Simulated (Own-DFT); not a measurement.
# Computed records: GaP (zincblende, atoms displaced)

A calculation, not a measurement: plane-wave PBE density functional theory by an unreviewed code, no spin, of a simulated periodic cell, stress positive in tension, free energy of the whole cell less one offset for each atom, forces on such cells passed a denser k mesh, this cell's mesh not checked; offsets are fitted by least squares, one for each functional and potential file, so energies compare only between cells with the same atoms and settings and are not formation energies; the far tail of each file's local potential was reset to the Coulomb form; each entry is a single point on an unrelaxed cell, so the pressure reflects the starting lattice, mostly measured values (interpolated for alloys), from which strain is counted, and rises with the displacements; printed positions are rounded, which can move forces by about a meV/angstrom; the program, named Own-DFT, is a retired in-house code; no spin-orbit coupling; before rounding, a Quantum ESPRESSO 7.3.1 run of the same cell and cutoff gave forces within 1 meV/angstrom rms on each cell, which checks the program and not the settings. Program: Own-DFT development build.

Settings shared by all entries: functional PBE; potential files PseudoDojo norm-conserving, scalar-relativistic, standard set; wave cutoff 42 hartree; occupations Fermi-Dirac; smearing width 0.1 eV; k mesh 2 x 3 x 3 centred on Gamma.

```yaml
- entry: 1
  formula: GaP
  kind: "zincblende, atoms displaced"
  structure:
    cell_angstrom: [[16.3515, 0.0, 0.0], [0.0, 10.901, 0.0], [0.0, 0.0, 10.901]]
    atoms_fractional:
      - [Ga, 0.99974, 0.99867, 0.98858]
      - [Ga, 0.9946, 0.26668, 0.25444]
      - [Ga, 0.15651, 0.99201, 0.23538]
      - [Ga, 0.16184, 0.25748, 0.99839]
      - [P, 0.07748, 0.13272, 0.12204]
      - [P, 0.09517, 0.38905, 0.37286]
      - [P, 0.24326, 0.12751, 0.36332]
      - [P, 0.24408, 0.3727, 0.13984]
      - [Ga, 0.00044, 0.99835, 0.50127]
      - [Ga, 0.99555, 0.25133, 0.77064]
      - [Ga, 0.17386, 0.01204, 0.76376]
      - [Ga, 0.15744, 0.23815, 0.48592]
      - [P, 0.09169, 0.12658, 0.62774]
      - [P, 0.08303, 0.36355, 0.88304]
      - [P, 0.25472, 0.13258, 0.85827]
      - [P, 0.24574, 0.37431, 0.61845]
      - [Ga, 0.99858, 0.50499, 0.99231]
      - [Ga, 0.99231, 0.76396, 0.25702]
      - [Ga, 0.1694, 0.50634, 0.25518]
      - [Ga, 0.15506, 0.75388, 0.00616]
      - [P, 0.08454, 0.63294, 0.12487]
      - [P, 0.08186, 0.87403, 0.36021]
      - [P, 0.24784, 0.61939, 0.36601]
      - [P, 0.24371, 0.8815, 0.11775]
      - [Ga, 0.00652, 0.52114, 0.48245]
      - [Ga, 0.00572, 0.74312, 0.76201]
      - [Ga, 0.15712, 0.48825, 0.72952]
      - [Ga, 0.16524, 0.7617, 0.49999]
      - [P, 0.08388, 0.62437, 0.64683]
      - [P, 0.06663, 0.8693, 0.87753]
      - [P, 0.26081, 0.63313, 0.87789]
      - [P, 0.25667, 0.88343, 0.61729]
      - [Ga, 0.33545, 0.99854, 0.00313]
      - [Ga, 0.33382, 0.25099, 0.24189]
      - [Ga, 0.50004, 0.99386, 0.24873]
      - [Ga, 0.49455, 0.24467, 0.00058]
      - [P, 0.41028, 0.13631, 0.11171]
      - [P, 0.41702, 0.37129, 0.36019]
      - [P, 0.57831, 0.14411, 0.3752]
      - [P, 0.58653, 0.37664, 0.12365]
      - [Ga, 0.33402, 0.99837, 0.49658]
      - [Ga, 0.32491, 0.25741, 0.74564]
      - [Ga, 0.49479, 0.99912, 0.74697]
      - [Ga, 0.51043, 0.2478, 0.48187]
      - [P, 0.41627, 0.12007, 0.61912]
      - [P, 0.4101, 0.36679, 0.87334]
      - [P, 0.56879, 0.11563, 0.87287]
      - [P, 0.57924, 0.38401, 0.6207]
      - [Ga, 0.33756, 0.50311, 0.98977]
      - [Ga, 0.32897, 0.74474, 0.2487]
      - [Ga, 0.49359, 0.49687, 0.24368]
      - [Ga, 0.50847, 0.73172, 0.99646]
      - [P, 0.42057, 0.61954, 0.12143]
      - [P, 0.4112, 0.8848, 0.35504]
      - [P, 0.57863, 0.63464, 0.37496]
      - [P, 0.59298, 0.88292, 0.13122]
      - [Ga, 0.33462, 0.51443, 0.51031]
      - [Ga, 0.32745, 0.74945, 0.7464]
      - [Ga, 0.49372, 0.49889, 0.7422]
      - [Ga, 0.50574, 0.74944, 0.49304]
      - [P, 0.41865, 0.62886, 0.61428]
      - [P, 0.41837, 0.87034, 0.88152]
      - [P, 0.58871, 0.63874, 0.8775]
      - [P, 0.58633, 0.86201, 0.62672]
      - [Ga, 0.67793, 0.00905, 0.00732]
      - [Ga, 0.65642, 0.25538, 0.23477]
      - [Ga, 0.83336, 0.00373, 0.25619]
      - [Ga, 0.83093, 0.24151, 0.98943]
      - [P, 0.75114, 0.13191, 0.12807]
      - [P, 0.74904, 0.37268, 0.37564]
      - [P, 0.90608, 0.12814, 0.37754]
      - [P, 0.91592, 0.39202, 0.11849]
      - [Ga, 0.65622, 0.0051, 0.51127]
      - [Ga, 0.66451, 0.23916, 0.74015]
      - [Ga, 0.83102, 0.99103, 0.75602]
      - [Ga, 0.83, 0.24349, 0.4929]
      - [P, 0.74481, 0.13429, 0.63977]
      - [P, 0.74947, 0.37397, 0.87995]
      - [P, 0.90905, 0.12837, 0.8811]
      - [P, 0.9193, 0.39914, 0.6191]
      - [Ga, 0.65643, 0.48755, 0.00778]
      - [Ga, 0.66706, 0.76361, 0.26027]
      - [Ga, 0.83214, 0.49744, 0.24874]
      - [Ga, 0.82297, 0.75222, 0.99694]
      - [P, 0.73524, 0.62293, 0.13479]
      - [P, 0.73798, 0.87497, 0.38224]
      - [P, 0.91722, 0.62699, 0.37818]
      - [P, 0.91606, 0.87955, 0.10934]
      - [Ga, 0.67427, 0.49397, 0.50335]
      - [Ga, 0.67034, 0.76263, 0.75822]
      - [Ga, 0.83427, 0.50228, 0.73175]
      - [Ga, 0.82248, 0.74192, 0.50978]
      - [P, 0.74389, 0.61939, 0.62387]
      - [P, 0.74612, 0.85887, 0.87183]
      - [P, 0.91148, 0.62289, 0.87064]
      - [P, 0.91939, 0.86143, 0.61595]
  results:
    "free_energy_of_cell_above_offsets [eV]": "-38.061"
    "pressure [GPa]": 5.21
    "stress_xx [GPa]": -5.23
    "stress_yy [GPa]": -5.28
    "stress_zz [GPa]": -5.11
    "stress_yz [GPa]": -0.54
    "stress_xz [GPa]": 0.69
    "stress_xy [GPa]": 0.07
    force_element: [Ga, Ga, Ga, Ga, P, P, P, P, Ga, Ga, Ga, Ga, P, P, P, P, Ga, Ga, Ga, Ga, P, P, P, P, Ga, Ga, Ga, Ga, P, P, P, P, Ga, Ga, Ga, Ga, P, P, P, P, Ga, Ga, Ga, Ga, P, P, P, P, Ga, Ga, Ga, Ga, P, P, P, P, Ga, Ga, Ga, Ga, P, P, P, P, Ga, Ga, Ga, Ga, P, P, P, P, Ga, Ga, Ga, Ga, P, P, P, P, Ga, Ga, Ga, Ga, P, P, P, P, Ga, Ga, Ga, Ga, P, P, P, P]
    "force_x [eV/angstrom]": [-0.832, 0.173, 0.877, 2.095, -0.383, -2.637, 0.673, 0.562, 0.172, -0.148, -1.682, 1.286, -2.217, -0.774, -0.092, 0.216, 0.657, -0.568, -0.624, 1.82, -1.517, -0.075, 1.011, 0.651, 0.867, -2.767, 1.956, 0.267, -0.517, 3.966, -3.144, -1.657, -0.45, -0.645, 0.485, 1.093, 0.35, -0.416, 3.578, -4.033, 0.089, 1.57, -0.355, -4.633, 0.17, 1.109, 2.698, 0.71, -0.645, 0.234, 1.354, -1.688, -0.83, -0.031, 1.501, -1.056, -1.0, 1.543, 0.203, -1.664, 0.337, -0.076, 0.657, -1.253, -1.801, 2.105, -0.834, -0.814, 0.505, -0.198, 2.831, -0.342, 0.675, -3.02, 0.384, -0.608, 2.677, -0.56, 1.281, 1.208, 2.401, -1.266, -0.444, 1.113, 1.421, 2.52, -1.752, -1.098, -1.928, -1.936, -0.99, 0.875, -0.168, 1.825, -0.258, -0.323]
    "force_y [eV/angstrom]": [1.913, -0.065, 1.716, -1.465, -0.484, -1.119, -1.151, 0.681, 0.389, 0.136, -2.328, 0.953, -0.457, 2.623, -0.136, -0.109, 0.406, -1.273, 0.076, 0.469, -1.337, 0.579, 1.765, -0.813, -1.233, -0.645, -1.168, -0.822, 1.64, 1.423, -0.718, -0.766, 0.012, -0.283, 1.764, 1.129, -1.697, 0.198, -5.113, -0.635, 1.259, 0.191, -1.374, 3.82, 1.374, 0.695, 0.874, -1.213, -0.619, 0.441, 0.358, 2.766, 0.808, -1.43, -2.269, -0.208, -1.921, 0.735, 0.36, 1.166, 1.276, -0.377, -3.223, 1.446, -0.846, -1.08, -1.353, 2.275, 0.305, -0.412, -0.42, -1.713, 0.602, 2.901, 0.048, 1.648, -3.035, 0.298, -2.072, -2.837, 2.338, -1.808, 0.832, -1.839, 0.191, 1.662, 1.09, -0.163, 0.288, -2.886, 0.118, 0.808, 0.96, 4.154, 0.373, 0.582]
    "force_z [eV/angstrom]": [1.502, -0.252, 0.186, 1.426, -0.065, 0.787, -0.003, -2.352, -0.153, -2.347, -1.751, 0.349, 0.627, -1.416, 3.899, -1.177, 0.297, -1.621, -2.399, -1.446, 1.208, 2.133, 2.415, 0.015, 1.888, -1.409, 2.823, 0.126, -3.499, -0.096, -0.037, 1.192, -1.104, 0.682, -1.013, -0.872, 1.792, 1.977, -3.645, 0.068, -1.316, -1.551, -0.321, 4.242, -0.329, -0.422, 0.567, -0.075, 1.325, -1.051, 0.691, 1.871, -0.282, 1.797, -1.246, -1.111, -1.814, -0.397, 0.997, 0.309, 1.428, -0.509, -1.754, 0.215, -1.269, 1.983, -0.86, 1.994, 0.579, -1.007, -0.296, 0.035, -0.475, 3.065, -0.848, 2.131, -2.836, -1.205, -1.52, -1.094, -2.41, -0.917, 0.188, 1.476, -0.404, 1.303, -1.086, 1.457, -0.956, -2.671, 2.03, -1.215, 1.491, 1.867, 0.26, 1.208]
- entry: 2
  formula: GaP
  kind: "zincblende, atoms displaced"
  structure:
    cell_angstrom: [[16.3515, 0.0, 0.0], [0.0, 10.901, 0.0], [0.0, 0.0, 10.901]]
    atoms_fractional:
      - [Ga, 0.00456, 0.00183, 0.00716]
      - [Ga, 0.98979, 0.24689, 0.25589]
      - [Ga, 0.16546, 0.99171, 0.25421]
      - [Ga, 0.16543, 0.25434, 0.99414]
      - [P, 0.08164, 0.12192, 0.13602]
      - [P, 0.08149, 0.37587, 0.37536]
      - [P, 0.24946, 0.11315, 0.38588]
      - [P, 0.25801, 0.3794, 0.13074]
      - [Ga, 0.99697, 0.97523, 0.51096]
      - [Ga, 0.00167, 0.24501, 0.75768]
      - [Ga, 0.16817, 0.98777, 0.74995]
      - [Ga, 0.17973, 0.242, 0.49661]
      - [P, 0.08487, 0.11737, 0.62998]
      - [P, 0.08374, 0.36681, 0.87354]
      - [P, 0.24797, 0.13568, 0.86779]
      - [P, 0.2485, 0.36244, 0.63195]
      - [Ga, 0.99575, 0.50509, 0.99204]
      - [Ga, 0.99981, 0.74982, 0.24942]
      - [Ga, 0.16666, 0.50509, 0.24579]
      - [Ga, 0.16873, 0.73276, 0.99717]
      - [P, 0.0832, 0.62224, 0.12339]
      - [P, 0.08248, 0.87486, 0.38358]
      - [P, 0.26005, 0.6164, 0.39145]
      - [P, 0.25433, 0.86923, 0.14446]
      - [Ga, 0.00875, 0.49522, 0.48935]
      - [Ga, 0.99132, 0.74545, 0.7563]
      - [Ga, 0.16779, 0.4988, 0.74656]
      - [Ga, 0.1672, 0.74722, 0.49723]
      - [P, 0.0913, 0.61901, 0.61837]
      - [P, 0.08178, 0.87175, 0.86899]
      - [P, 0.2568, 0.63003, 0.87609]
      - [P, 0.23946, 0.88297, 0.63405]
      - [Ga, 0.3322, 0.00061, 0.01641]
      - [Ga, 0.3376, 0.26415, 0.2554]
      - [Ga, 0.51337, 0.98623, 0.24438]
      - [Ga, 0.50783, 0.26248, 0.99813]
      - [P, 0.3961, 0.13247, 0.11436]
      - [P, 0.41175, 0.37301, 0.38589]
      - [P, 0.59096, 0.13047, 0.37489]
      - [P, 0.58943, 0.37082, 0.1134]
      - [Ga, 0.32883, 0.99595, 0.51062]
      - [Ga, 0.3259, 0.2449, 0.75247]
      - [Ga, 0.49573, 0.00699, 0.75787]
      - [Ga, 0.49937, 0.25833, 0.50667]
      - [P, 0.42233, 0.11964, 0.61793]
      - [P, 0.41735, 0.36711, 0.86588]
      - [P, 0.59033, 0.11948, 0.87326]
      - [P, 0.58393, 0.3658, 0.62541]
      - [Ga, 0.32093, 0.49181, 0.98424]
      - [Ga, 0.33993, 0.75012, 0.23236]
      - [Ga, 0.50139, 0.50583, 0.24291]
      - [Ga, 0.50362, 0.74465, 0.02043]
      - [P, 0.42307, 0.62196, 0.12348]
      - [P, 0.41693, 0.86055, 0.37185]
      - [P, 0.59042, 0.60838, 0.382]
      - [P, 0.58965, 0.8823, 0.11883]
      - [Ga, 0.32858, 0.50626, 0.48711]
      - [Ga, 0.32453, 0.75155, 0.76654]
      - [Ga, 0.4946, 0.51285, 0.75655]
      - [Ga, 0.49841, 0.74722, 0.50499]
      - [P, 0.41405, 0.62728, 0.62493]
      - [P, 0.41349, 0.8873, 0.87554]
      - [P, 0.58736, 0.63444, 0.88668]
      - [P, 0.58496, 0.87427, 0.62051]
      - [Ga, 0.662, 0.98938, 0.99318]
      - [Ga, 0.67283, 0.25952, 0.25537]
      - [Ga, 0.83584, 0.99555, 0.25018]
      - [Ga, 0.8258, 0.26484, 0.98368]
      - [P, 0.74726, 0.13245, 0.13471]
      - [P, 0.7467, 0.3763, 0.3919]
      - [P, 0.92293, 0.13241, 0.36238]
      - [P, 0.91267, 0.36292, 0.13251]
      - [Ga, 0.66725, 0.99177, 0.49689]
      - [Ga, 0.66778, 0.2609, 0.745]
      - [Ga, 0.82807, 0.0032, 0.73191]
      - [Ga, 0.83871, 0.26314, 0.49862]
      - [P, 0.7562, 0.1356, 0.6287]
      - [P, 0.74789, 0.37186, 0.87189]
      - [P, 0.91662, 0.12643, 0.87658]
      - [P, 0.92579, 0.36081, 0.63406]
      - [Ga, 0.65481, 0.49769, 0.9987]
      - [Ga, 0.6636, 0.75131, 0.24026]
      - [Ga, 0.83052, 0.49947, 0.25021]
      - [Ga, 0.83622, 0.7425, 0.99335]
      - [P, 0.75314, 0.62031, 0.12513]
      - [P, 0.76521, 0.88675, 0.36938]
      - [P, 0.92236, 0.62991, 0.37797]
      - [P, 0.92224, 0.88711, 0.10987]
      - [Ga, 0.67464, 0.4996, 0.48196]
      - [Ga, 0.66491, 0.76196, 0.75656]
      - [Ga, 0.8288, 0.50532, 0.74212]
      - [Ga, 0.83669, 0.74752, 0.50155]
      - [P, 0.75465, 0.62762, 0.6202]
      - [P, 0.75612, 0.87852, 0.86962]
      - [P, 0.91893, 0.63421, 0.88089]
      - [P, 0.92807, 0.86814, 0.6482]
  results:
    "free_energy_of_cell_above_offsets [eV]": "-36.761"
    "pressure [GPa]": 5.4
    "stress_xx [GPa]": -5.2
    "stress_yy [GPa]": -5.71
    "stress_zz [GPa]": -5.3
    "stress_yz [GPa]": 2.14
    "stress_xz [GPa]": -0.06
    "stress_xy [GPa]": 1.14
    force_element: [Ga, Ga, Ga, Ga, P, P, P, P, Ga, Ga, Ga, Ga, P, P, P, P, Ga, Ga, Ga, Ga, P, P, P, P, Ga, Ga, Ga, Ga, P, P, P, P, Ga, Ga, Ga, Ga, P, P, P, P, Ga, Ga, Ga, Ga, P, P, P, P, Ga, Ga, Ga, Ga, P, P, P, P, Ga, Ga, Ga, Ga, P, P, P, P, Ga, Ga, Ga, Ga, P, P, P, P, Ga, Ga, Ga, Ga, P, P, P, P, Ga, Ga, Ga, Ga, P, P, P, P, Ga, Ga, Ga, Ga, P, P, P, P]
    "force_x [eV/angstrom]": [0.856, 3.735, -0.137, 0.474, 0.938, 1.847, 0.983, -1.987, 0.755, 0.56, -2.094, -2.72, -0.214, -0.376, -1.011, 0.474, 0.708, 0.198, 0.406, -0.653, -0.372, 0.192, -4.573, -2.006, -1.35, 3.908, 0.093, 0.597, -1.55, 0.488, -2.501, 2.907, -1.997, -0.748, -2.373, -1.812, 4.511, 1.707, -1.245, -0.803, 1.111, 2.466, 0.929, 0.139, -1.236, -0.175, -0.894, -0.08, 2.606, 0.807, 0.645, -0.008, -1.941, 0.486, -2.175, -0.533, 3.47, 2.238, 0.789, 0.542, -0.762, 0.009, -1.085, -0.718, 2.468, -0.503, 1.661, 1.886, 0.621, 2.841, -3.034, -0.474, 1.083, 0.167, 1.774, 0.69, -1.361, -1.367, -0.551, -0.882, 2.855, 1.31, 0.805, -0.905, -0.972, -2.747, -0.687, -1.79, -1.127, 0.558, 1.448, 0.762, -1.729, -0.292, -0.976, -3.977]
    "force_y [eV/angstrom]": [1.078, 2.161, 0.682, -0.737, 0.826, -1.691, 0.249, 0.066, 2.752, -1.415, 3.037, 0.546, 0.194, 2.151, -2.713, 1.918, -1.688, 0.864, -0.562, 1.998, 0.102, -0.977, 4.879, 0.563, 0.722, -1.618, -0.464, 0.187, 0.474, -0.495, -1.857, -3.115, -1.557, -2.015, 2.15, -2.257, 2.072, 0.989, -0.256, 0.171, -0.559, 0.008, -0.098, -1.329, 0.413, 0.836, 1.146, 2.791, -0.814, -1.628, -1.55, 1.505, -0.879, 1.289, 2.817, -2.071, -4.256, 2.276, -0.657, -0.347, 0.126, -1.476, 0.116, 0.103, 1.75, -0.492, 2.456, -2.669, -0.937, -1.605, -3.645, 1.824, 1.171, -1.738, -0.391, -1.495, 0.092, 2.977, -0.436, 2.585, 0.678, -0.526, -0.335, 1.669, 0.389, -2.64, -0.998, -2.398, 1.013, -0.69, -1.109, 0.943, 0.323, -0.198, -2.332, 1.586]
    "force_z [eV/angstrom]": [-1.904, -1.923, 0.512, 1.61, -0.557, -1.49, -2.236, -0.462, -0.414, -0.277, 2.004, 0.946, -0.711, 0.174, 1.854, -1.031, 1.211, -0.553, 0.965, 0.564, -0.038, -1.139, -5.276, -2.537, 1.88, 0.557, 0.41, 0.255, 0.829, 1.378, 0.203, -2.061, -2.506, 0.168, 1.753, -0.98, 2.168, -0.649, -0.007, 3.133, -0.246, -1.214, -0.758, -0.901, 0.67, 0.546, -0.276, 0.008, 0.853, 2.332, 1.169, -1.832, -0.698, 0.175, -1.859, 0.26, 5.059, -2.753, -0.273, -0.441, 0.482, 1.265, -1.373, 0.725, -0.347, -0.13, -2.206, 2.455, -1.685, -3.017, 4.078, -1.673, -0.049, 0.439, 1.76, 0.241, -1.866, -1.017, 0.222, -1.092, -0.63, 1.281, 0.901, 1.383, -0.766, 1.962, -0.289, 1.993, 4.405, -0.654, 0.729, 0.041, 0.063, 0.525, -1.076, -2.726]
```
